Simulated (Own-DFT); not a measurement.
## Calculated data, TiSi2 (C49 TiSi2 crystal, atoms displaced)

All values are calculated (Own-DFT development build). A calculation, not a measurement: plane-wave density functional theory by an unreviewed code, no spin, of a simulated periodic cell, stress positive in tension, run twice, with PBE and with PBEsol, both on files made for PBE, so the change isn't that of files made for PBEsol, forces on such cells moved up to 12 meV/angstrom on a denser k mesh; the far tail of each file's local potential was reset to the Coulomb form; each entry is a single point on an unrelaxed cell, so the pressure reflects the starting lattice, taken from the Materials Project, from which strain is counted, and rises with the displacements; printed positions are rounded, which can move forces by about a meV/angstrom; the program, named Own-DFT, is a retired in-house code; no spin-orbit coupling; stress was not checked against mesh or cutoff.

## TiSi2 (C49 TiSi2 crystal, atoms displaced)

```
cell vectors (Å)
   5.2953    -6.7593     3.5652
   7.0604     0.0000    -7.1303
   5.2953     6.7593     3.5652
atoms (fractions of the cell vectors)
Ti  0.94458  0.92179  0.15197
Ti  0.85030  0.87325  0.64992
Si  0.61153  0.92458  0.49133
Si  0.19229  0.87511  0.30953
Si  0.89919  0.02558  0.39967
Si  0.90128  0.77420  0.40077
Ti  0.94826  0.42017  0.15635
Ti  0.85104  0.37729  0.64674
Si  0.60876  0.42574  0.49025
Si  0.19277  0.37333  0.30836
Si  0.89663  0.52342  0.39945
Si  0.90228  0.27123  0.40310
Ti  0.74588  0.72274  0.95580
Ti  0.65038  0.67388  0.44772
Si  0.40802  0.72702  0.29039
Si  0.99204  0.67525  0.10821
Si  0.69989  0.82348  0.19972
Si  0.70064  0.57392  0.20010
Ti  0.54553  0.02781  0.75165
Ti  0.45255  0.97653  0.24462
Si  0.21164  0.02438  0.09102
Si  0.79180  0.97273  0.91047
Si  0.49965  0.12831  0.99648
Si  0.49853  0.87344  0.99717
Ti  0.74701  0.22612  0.95570
Ti  0.65198  0.17877  0.44776
Si  0.41055  0.22495  0.29192
Si  0.99174  0.17495  0.10715
Si  0.70151  0.32357  0.20061
Si  0.70073  0.07663  0.19731
Ti  0.54757  0.52129  0.75350
Ti  0.45659  0.47363  0.24797
Si  0.21305  0.52397  0.09348
Si  0.79484  0.47591  0.90708
Si  0.49733  0.62636  0.00097
Si  0.50317  0.37500  0.99988
Ti  0.35013  0.81992  0.55555
Ti  0.26049  0.77219  0.04856
Si  0.00480  0.82560  0.89010
Si  0.59404  0.77587  0.70584
Si  0.29834  0.92503  0.80265
Si  0.30073  0.67382  0.80180
Ti  0.34254  0.32621  0.54836
Ti  0.25511  0.27479  0.04584
Si  0.00451  0.32234  0.89156
Si  0.59518  0.27583  0.70330
Si  0.30144  0.42451  0.80084
Si  0.29872  0.17542  0.79954
Ti  0.14209  0.62533  0.35188
Ti  0.05194  0.57627  0.84674
Si  0.80569  0.62340  0.69331
Si  0.38863  0.57326  0.50872
Si  0.09836  0.72598  0.60170
Si  0.09889  0.47862  0.59887
Ti  0.14730  0.12708  0.35340
Ti  0.05216  0.07404  0.84986
Si  0.81217  0.12548  0.69463
Si  0.38931  0.07872  0.50921
Si  0.09966  0.22579  0.60230
Si  0.10008  0.97253  0.60193
```

- functional: PBE, then PBEsol
- potential files: PseudoDojo norm-conserving, scalar-relativistic, standard set
- wave cutoff: 42 hartree
- occupations: cold (Marzari-Vanderbilt)
- smearing width: 0.2 eV
- k mesh: 4 x 4 x 4 centred on Gamma
- PBE pressure: 2.02 GPa
- PBE stress xx: -1.85 GPa
- PBE stress yy: -1.93 GPa
- PBE stress zz: -2.28 GPa
- PBE stress yz: -0.05 GPa
- PBE stress xz: -0.08 GPa
- PBE stress xy: -0.01 GPa
- PBEsol pressure: -1.3 GPa
- PBEsol stress xx: 1.57 GPa
- PBEsol stress yy: 1.64 GPa
- PBEsol stress zz: 0.7 GPa
- PBEsol stress yz: -0.06 GPa
- PBEsol stress xz: -0.08 GPa
- PBEsol stress xy: -0.01 GPa
- rms change of force components from PBE to PBEsol: 0.018 eV/Å

Force:
```
force element  PBE force x (eV/Å)  PBE force y (eV/Å)  PBE force z (eV/Å)  PBEsol force x (eV/Å)  PBEsol force y (eV/Å)  PBEsol force z (eV/Å)
           Ti                0.65              -0.056               0.005                   0.64                 -0.067                  0.004
           Ti               0.166              -0.441              -0.183                  0.165                 -0.422                 -0.177
           Si              -0.112               0.001              -0.576                 -0.111                 -0.046                 -0.578
           Si              -0.032               0.185              -0.131                 -0.033                  0.237                 -0.131
           Si              -0.094               0.076               0.146                 -0.095                  0.075                  0.147
           Si              -0.161               0.174              -0.128                 -0.164                  0.168                 -0.127
           Ti               0.191              -0.203              -0.537                  0.187                 -0.215                 -0.533
           Ti              -0.056              -0.118               0.304                 -0.058                 -0.096                  0.301
           Si                0.02              -0.112              -0.148                   0.02                 -0.166                 -0.152
           Si               0.002               0.121              -0.324                      0                  0.177                 -0.319
           Si               0.175              -0.024               0.054                  0.177                 -0.023                  0.058
           Si               0.049               0.012              -0.323                   0.05                  0.009                  -0.33
           Ti              -0.015              -0.301              -0.205                 -0.011                 -0.319                 -0.205
           Ti               0.167              -0.214              -0.024                  0.166                 -0.195                  -0.02
           Si                0.04              -0.034               0.493                   0.04                 -0.087                  0.495
           Si              -0.242              -0.001               0.274                  -0.24                  0.052                  0.274
           Si               0.065               0.171              -0.105                  0.066                  0.167                 -0.108
           Si              -0.058              -0.012              -0.017                 -0.064                 -0.013                 -0.021
           Ti               -0.06              -0.055               0.283                 -0.061                 -0.069                  0.283
           Ti                0.21               0.032                0.27                  0.202                  0.049                  0.267
           Si              -0.127               0.068              -0.114                 -0.123                  0.014                 -0.114
           Si              -0.083               0.306              -0.522                 -0.082                  0.358                 -0.522
           Si              -0.079               0.123               0.319                 -0.081                  0.122                  0.322
           Si               0.488              -0.111              -0.027                  0.492                 -0.109                 -0.026
           Ti              -0.356              -0.379              -0.066                  -0.35                 -0.392                 -0.065
           Ti              -0.253              -0.197               0.504                 -0.247                 -0.179                  0.497
           Si              -0.139              -0.211              -0.102                 -0.136                 -0.262                 -0.103
           Si              -0.024               0.204                0.51                 -0.024                  0.256                  0.509
           Si               0.134               0.095              -0.035                  0.139                  0.095                 -0.035
           Si              -0.136               0.224               0.193                 -0.141                  0.218                  0.193
           Ti               0.285               0.012              -0.412                  0.285                 -0.007                 -0.411
           Ti              -0.071               0.186              -0.302                 -0.072                    0.2                   -0.3
           Si              -0.291              -0.012              -0.308                 -0.285                 -0.064                 -0.308
           Si              -0.076               0.586               0.195                 -0.075                  0.641                  0.194
           Si              -0.026              -0.295               0.381                 -0.022                 -0.288                  0.383
           Si               0.001                0.11              -0.083                  0.004                  0.106                 -0.084
           Ti               0.147               0.175              -0.725                  0.143                   0.16                  -0.72
           Ti              -0.477               0.694              -0.758                 -0.471                  0.696                 -0.752
           Si               0.275              -0.274               0.577                  0.269                 -0.326                  0.575
           Si              -0.034               0.545               0.159                 -0.034                  0.596                  0.155
           Si               -0.08              -0.224              -0.033                 -0.081                  -0.22                 -0.031
           Si              -0.115              -0.132              -0.058                 -0.114                 -0.132                 -0.062
           Ti               0.601                0.16               0.462                  0.593                  0.142                  0.463
           Ti              -0.069               0.253              -0.063                 -0.069                  0.266                 -0.058
           Si               0.467               -0.46               -0.07                  0.458                 -0.513                 -0.068
           Si              -0.044               0.533               0.147                 -0.044                  0.583                  0.147
           Si              -0.137               0.063              -0.127                 -0.137                  0.063                 -0.125
           Si               0.012              -0.099                   0                  0.013                 -0.098                  0.003
           Ti               0.306              -0.264               0.291                  0.304                 -0.274                  0.291
           Ti              -0.004               0.001               0.357                 -0.008                  0.017                   0.35
           Si               0.109              -0.433              -0.182                  0.107                 -0.489                 -0.181
           Si               0.052              -0.046              -0.081                  0.052                  0.002                 -0.081
           Si              -0.035              -0.086               0.097                 -0.035                 -0.083                  0.102
           Si              -0.147               0.074                0.21                 -0.149                  0.071                  0.211
           Ti              -0.326               0.109               0.238                 -0.319                  0.095                   0.23
           Ti              -0.025              -0.274                0.03                 -0.024                 -0.257                  0.026
           Si              -0.351              -0.067              -0.108                 -0.345                 -0.116                 -0.104
           Si              -0.291              -0.071               0.622                 -0.284                 -0.021                  0.621
           Si              -0.088               0.021              -0.041                 -0.087                  0.019                 -0.042
           Si               0.099              -0.107              -0.201                  0.103                 -0.105                 -0.206
```
